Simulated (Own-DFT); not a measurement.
## Calculated data, GaN (wurtzite, strained, atoms displaced)

Computed with Own-DFT development build. A calculation, not a measurement: plane-wave PBE density functional theory by an unreviewed code, no spin, of a simulated periodic cell, stress positive in tension, free energy of the whole cell less one offset for each atom, forces on such cells passed a denser k mesh, this cell's mesh not checked; offsets are fitted by least squares, one for each functional and potential file, so energies compare only between cells with the same atoms and settings and are not formation energies; the far tail of each file's local potential was reset to the Coulomb form; each entry is a single point on an unrelaxed cell, so the pressure reflects the starting lattice, mostly measured values (interpolated for alloys), from which strain is counted, and rises with the displacements; printed positions are rounded, which can move forces by about a meV/angstrom; the program, named Own-DFT, is a retired in-house code; no spin-orbit coupling.

Common to all runs: functional PBE; potential files PseudoDojo norm-conserving, scalar-relativistic, standard set with the stringent files for Ga; wave cutoff 96 hartree; occupations Gaussian; smearing width 0.01 eV; k mesh 3 x 4 x 3 centred on Gamma.

(1) 
```xyz
96
Lattice="12.7560 0.0000 0.0000 -4.7835 8.2853 0.0000 0.0000 0.0000 10.2663" Properties=species:S:1:pos:R:3:force_x:R:1:force_y:R:1:force_z:R:1 formula=GaN free_energy_of_cell_above_offsets=-4.536 pressure=9.03 stress_xx=-7.25 stress_yy=-6.85 stress_zz=-12.97 stress_yz=-0.08 stress_xz=-0.09 stress_xy=-0.7
Ga     0.0386     1.8624    10.2019     -0.479     -1.966      1.088
Ga     1.6374     0.9696     2.5033     -1.015     -1.248      0.141
N     -0.0978     1.8089     1.9284      1.629      0.607      0.166
N      1.5972     0.8601     4.5130      0.215      0.859     -1.192
Ga    -0.0024     1.8028     4.9609      0.601      0.684      2.374
Ga     1.6212     0.8811     7.8436     -0.579      0.889     -6.352
N     -0.0977     1.9509     6.9958      1.109     -1.701      0.477
N      1.6762     0.8642     9.5372     -0.847       0.34      5.895
Ga    -1.5779     4.5635    10.2493     -0.055      1.041      0.466
Ga     0.0784     3.7118     2.6169     -2.203     -1.191      -0.15
N     -1.5735     4.6202     1.9092      0.237     -0.875      0.599
N      0.0240     3.6579     4.5673     -0.016      0.843     -0.959
Ga    -1.6115     4.5975     5.0778      0.147     -0.177      1.062
Ga     0.0421     3.6825     7.7546     -0.884      0.273     -1.635
N     -1.7152     4.6039     7.0818      2.255      0.394     -0.679
N     -0.0223     3.6339     9.6540      0.408      0.897     -0.175
Ga    -3.1786     7.2972    10.2511     -0.712      0.718      0.209
Ga    -1.6632     6.3644     2.6344      0.762      1.267      -2.08
N     -3.2326     7.2882     1.9198      1.517      1.698      0.022
N     -1.5045     6.4584     4.4590     -1.927     -0.645      1.547
Ga    -3.2524     7.3834     5.1113      0.787     -1.203      0.819
Ga    -1.6252     6.4268     7.6596      0.385      0.184      0.825
N     -3.1966     7.3526     7.1371     -0.496      0.292      -1.21
N     -1.5974     6.4665     9.7150      0.556      -1.11     -1.567
Ga     3.2222     1.8323    10.2509      0.504      -0.44     -0.458
Ga     4.9601     0.8492     2.5849     -3.016      -0.11      0.161
N      3.2316     1.7907     1.9072      0.223       0.63      0.587
N      4.8821     0.8958     4.4836     -1.244     -0.082      0.836
Ga     3.1654     1.8072     5.1066      0.796       0.12      0.197
Ga     4.8461     0.9307     7.6143     -1.431      0.411      1.512
N      3.1471     1.9004     7.0540      0.593     -2.247     -0.308
N      4.8416     0.8879     9.6635      0.302      1.184     -0.887
Ga     1.5427     4.5497     0.0359      1.101      0.485      -0.87
Ga     3.1600     3.6717     2.5573      0.914     -0.066      0.463
N      1.5282     4.6414     1.9578      1.758     -0.654     -0.439
N      3.2025     3.6915     4.5839     -0.626     -0.251     -1.454
Ga     1.5849     4.6426     5.2077      0.344      -0.61     -1.623
Ga     3.1953     3.6571     7.6045      0.115      0.879       0.86
N      1.6309     4.6009     7.0360       -1.1      0.697      1.813
N      3.1430     3.6193     9.5506      0.505      0.794       1.19
Ga    -0.0164     7.3710    10.2478      0.574      -0.05      0.867
Ga     1.5137     6.4264     2.5746      1.512      0.195      0.238
N      0.0357     7.3404     1.9959     -1.548      0.036     -1.086
N      1.6400     6.4568     4.5043     -1.046     -0.744     -0.229
Ga     0.0014     7.2938     5.1410      0.899      1.376      -1.01
Ga     1.5347     6.4631     7.7008       1.06     -0.092     -0.297
N     -0.0197     7.4248     6.9950     -0.159     -1.211      1.395
N      1.5886     6.4023     9.6261     -0.521     -0.067      0.352
Ga     6.4707     1.9923     0.0656      -0.91     -2.959     -0.662
Ga     7.9038     0.8452     2.6523      0.965      1.381     -2.003
N      6.3259     1.8155     1.9323      2.429      1.455      0.101
N      7.9878     0.9545     4.4800     -0.209     -0.417      1.511
Ga     6.3697     1.8453     5.1973      0.604      0.616     -1.544
Ga     8.0048     0.9548     7.7335     -0.691     -1.542      0.306
N      6.4171     1.8223     7.0639     -0.036      0.368      0.713
N      7.9871     0.9844     9.6934     -0.464     -0.914     -0.416
Ga     4.8701     4.4903    10.2638     -3.051      2.089      0.143
Ga     6.4523     3.7022     2.5327     -0.123     -0.286      0.684
N      4.8567     4.5646     1.9401     -1.316      0.612     -0.018
N      6.4021     3.7291     4.4740     -0.415     -0.896      0.115
Ga     4.7879     4.6257     5.1188      0.447      -0.21     -0.118
Ga     6.3567     3.6272     7.7407      0.209       0.98     -1.553
N      4.7855     4.5645     7.0315       0.58      0.442      0.816
N      6.3761     3.7066     9.6389      1.703     -0.003     -0.641
Ga     3.1492     7.3223     0.0410      0.408      0.497     -1.486
Ga     4.7522     6.4889     2.5885      0.813     -1.054      0.105
N      3.1979     7.3642     1.9051     -0.797     -0.517      1.227
N      4.7541     6.4850     4.5965      1.075     -0.315     -1.618
Ga     3.1706     7.3414     5.0664      0.282      1.299      1.658
Ga     4.7096     6.4519     7.7227      1.138     -0.785     -1.394
N      3.2190     7.3311     7.0603     -1.661      1.085     -0.217
N      4.7475     6.4239     9.5582      0.182     -0.385      2.188
Ga     9.5784     1.7882     0.0299      0.557      0.924      0.138
Ga    11.0830     0.8798     2.6313      0.599      0.044     -1.242
N      9.5915     1.8529     1.9691     -1.283     -0.179     -0.042
N     11.1797     0.9280     4.5265     -0.835     -0.752     -0.149
Ga     9.5902     1.8488     5.1511     -0.351     -0.176      0.312
Ga    11.2179     0.8496     7.6963     -0.736      1.702      0.188
N      9.4818     1.8221     7.0933       2.01      0.809     -0.354
N     11.1557     0.8743     9.6845      0.513      0.814     -1.064
Ga     8.0172     4.6109    10.2067      0.022      0.852      0.336
Ga     9.5692     3.7100     2.5646      0.368     -0.581     -0.806
N      8.0252     4.6438     1.8679     -0.434     -0.628      0.344
N      9.5822     3.6462     4.4589     -0.063      0.548      0.591
Ga     7.9768     4.5729     5.1054      0.259      -0.02     -0.397
Ga     9.5328     3.7236     7.7281     -0.143     -1.279     -0.965
N      7.9874     4.5974     6.9868     -0.978     -0.319      1.606
N      9.6141     3.7442     9.5972      -0.82     -1.216      0.922
Ga     6.3362     7.3561     0.0020     -0.591      -0.21      -0.42
Ga     7.9936     6.4764     2.5117     -1.577     -0.533      0.524
N      6.3503     7.3528     1.8795     -0.125     -0.031      1.611
N      7.9681     6.3845     4.4735     -0.046       0.95      0.003
Ga     6.3990     7.3874     5.1948     -0.183      -0.58     -2.068
Ga     7.9342     6.4019     7.6572      0.176      0.418       0.65
N      6.3903     7.3819     7.0060     -0.318     -0.908      2.093
N      7.9040     6.5056     9.6708      0.907     -1.243     -1.212
```

Units: free_energy_of_cell_above_offsets in eV; pressure, stress_xx, stress_yy, stress_zz, stress_yz, stress_xz, stress_xy in GPa; force_x, force_y, force_z in eV/Å.

(2) 
```xyz
96
Lattice="12.7560 0.0000 0.0000 -4.7835 8.2853 0.0000 0.0000 0.0000 10.2663" Properties=species:S:1:pos:R:3:force_x:R:1:force_y:R:1:force_z:R:1 formula=GaN free_energy_of_cell_above_offsets=-3.338 pressure=9.26 stress_xx=-7.4 stress_yy=-7.58 stress_zz=-12.79 stress_yz=0.12 stress_xz=-0.31 stress_xy=-0.63
Ga    -0.0911     1.7790     0.0635      2.596      1.726     -1.422
Ga     1.6108     0.9183     2.5165      0.199      0.845      0.925
N     -0.0967     1.7485     1.9212      2.101       2.12      1.212
N      1.6703     0.8943     4.5549     -1.259      0.332     -1.278
Ga    -0.0432     1.9028     5.1109      2.029     -0.669       0.72
Ga     1.6149     0.9712     7.5995      0.481     -0.376      1.878
N      0.0343     1.8404     7.0732     -1.036      0.042     -0.906
N      1.6197     0.9110     9.7004     -0.538      0.221     -0.706
Ga    -1.5927     4.5985    10.2365      0.445      -0.17     -0.419
Ga    -0.0420     3.7270     2.7440      0.763     -0.892     -3.431
N     -1.5476     4.6472     1.9766       -0.7     -2.955     -1.007
N      0.0164     3.7525     4.5406     -1.248     -1.044      1.199
Ga    -1.6195     4.6908     5.0795     -0.126     -0.285      1.085
Ga     0.0287     3.6342     7.6749     -0.044      1.386     -0.623
N     -1.5444     4.6684     7.0305     -0.813     -1.778     -0.074
N     -0.0505     3.6407     9.5205      0.931       0.39       2.63
Ga    -3.1815     7.3348     0.0601      0.415      0.643      -2.22
Ga    -1.6644     6.3393     2.4775      1.823      3.745      1.741
N     -3.1811     7.3769     1.9283      0.354      -0.25      0.677
N     -1.4908     6.5341     4.4867      -1.84     -1.436     -0.764
Ga    -3.1456     7.2955     5.1111      0.099      1.345      0.561
Ga    -1.5857     6.4398     7.6426     -0.488      0.387      0.878
N     -3.1793     7.4252     7.0910      0.814     -0.548     -1.018
N     -1.5834     6.4507     9.5797     -0.261     -0.411      1.087
Ga     3.2088     1.8708     0.0986      0.124     -0.899     -4.976
Ga     4.7866     0.9273     2.6098     -0.753     -0.719     -0.447
N      3.2169     1.8839     1.8146     -0.256     -0.099      5.975
N      4.8355     0.8870     4.5552      0.737      0.582      -0.41
Ga     3.2621     1.8034     5.1303     -0.456      0.097     -0.702
Ga     4.8160     0.9399     7.6465     -0.641     -0.402       1.57
N      3.2143     1.8216     6.9880      0.313      1.157      1.794
N      4.8493     0.9944     9.6855     -0.656     -1.205     -0.759
Ga     1.6683     4.6437     0.0169     -1.155     -1.796     -0.156
Ga     3.1701     3.7613     2.5970      0.809     -1.279     -0.381
N      1.5627     4.5307     1.9856      -0.02      0.864     -0.534
N      3.1802     3.6205     4.5050      0.039       0.73      0.013
Ga     1.5654     4.5395     5.1845      1.479      1.027     -0.805
Ga     3.2929     3.7331     7.7601     -1.567     -0.936     -0.999
N      1.6111     4.7021     7.0214      0.439     -2.411      1.427
N      3.2673     3.6576     9.6490      -0.67      0.901      0.326
Ga    -0.0341     7.3382     0.0138       1.07       0.98     -0.132
Ga     1.6753     6.4475     2.5618     -2.145     -0.742      0.351
N      0.0239     7.3421     1.9976     -0.574     -0.007     -0.717
N      1.5201     6.3982     4.5123      1.512     -0.004     -0.028
Ga     0.0145     7.3471     5.2178      0.746      0.494     -0.332
Ga     1.6900     6.4184     7.6780     -1.641      0.757       1.14
N     -0.0091     7.3336     7.1425      1.305      0.766      -0.36
N      1.6866     6.4014     9.6844     -1.144      1.038     -0.988
Ga     6.4224     1.9195     0.0278     -1.459     -1.723      0.026
Ga     7.8244     0.9826     2.5738      2.222     -1.437      0.165
N      6.3433     1.8633     1.9524     -0.632     -0.195     -0.008
N      8.0131     0.9342     4.5138     -0.068     -0.704     -0.245
Ga     6.4682     1.8471     5.1695     -0.973      0.743     -0.525
Ga     7.9311     0.9134     7.7120     -0.217       0.34     -1.128
N      6.3546     1.9079     7.0609      0.682     -0.662      0.095
N      7.8846     0.9853     9.5698       0.97     -0.982      1.025
Ga     4.7605     4.6723     0.0855       0.87     -0.463     -1.471
Ga     6.3072     3.6261     2.5694       2.58       0.48      1.731
N      4.9243     4.5478     1.9475     -3.384      2.034       0.17
N      6.3795     3.8390     4.5821     -0.638     -2.838     -1.623
Ga     4.7487     4.6014     5.1304     -0.324     -0.607     -0.612
Ga     6.3471     3.7016     7.6963      0.707      0.885      0.443
N      4.7511     4.6550     6.9979      0.758      0.039      1.303
N      6.3641     3.6102     9.6730     -0.062      3.195     -0.754
Ga     3.1997     7.4243    10.2047      -0.45      0.188      0.879
Ga     4.7993     6.4810     2.5346      0.125      -0.38     -0.976
N      3.1546     7.3299     1.9174      1.114      1.287      -0.04
N      4.7763     6.3533     4.4140      0.458      1.757      1.174
Ga     3.2039     7.2738     5.0484     -0.783      0.829      0.484
Ga     4.7562     6.4862     7.5946      1.372     -0.024      1.694
N      3.1823     7.3820     7.0672      0.267      0.405     -1.036
N      4.7546     6.5121     9.7074      1.449     -0.367     -1.402
Ga     9.4638     1.8384    10.2327      0.985      0.115     -0.042
Ga    11.1742     0.9348     2.5473     -2.308      -0.41      0.132
N      9.4375     1.8333     1.8596      1.012      0.117      1.541
N     11.2316     0.9734     4.4842     -1.362     -0.699     -0.159
Ga     9.6027     1.8670     5.0774     -0.184     -0.799      1.163
Ga    11.1452     0.9308     7.7202      1.086     -0.325     -0.306
N      9.5605     1.7236     7.0958     -0.173      1.376     -0.873
N     11.1680     1.0324     9.6199     -1.777     -1.685     -0.055
Ga     7.9414     4.5962     0.1282     -0.028      0.018     -4.113
Ga     9.5797     3.6848     2.5839     -0.403     -0.697     -0.524
N      7.9889     4.5746     1.8901     -0.128      0.497      3.718
N      9.5298     3.6591     4.5445      0.574      1.194     -0.863
Ga     7.9222     4.6539     5.1107      1.255     -0.505      1.337
Ga     9.5673     3.5957     7.7648      0.057      1.198     -1.165
N      7.9889     4.6289     7.0721      0.083     -0.656      0.123
N      9.5459     3.6738     9.6771      -0.06      0.262      0.056
Ga     6.4610     7.4532    10.2610     -0.511     -0.949     -1.034
Ga     8.0768     6.4516     2.5680     -2.193     -0.396          0
N      6.3366     7.4322     1.8896      1.181     -0.977      0.994
N      8.0119     6.4225     4.5212     -0.425      1.168     -0.806
Ga     6.3751     7.4200     5.1191      0.385     -0.766      0.209
Ga     8.0720     6.4783     7.6685      -0.44     -1.023      0.679
N      6.4858     7.3638     7.1074     -1.643      0.282     -0.887
N      8.0608     6.3890     9.6035     -1.161      0.603      0.916
```

Units: free_energy_of_cell_above_offsets in eV; pressure, stress_xx, stress_yy, stress_zz, stress_yz, stress_xz, stress_xy in GPa; force_x, force_y, force_z in eV/Å.
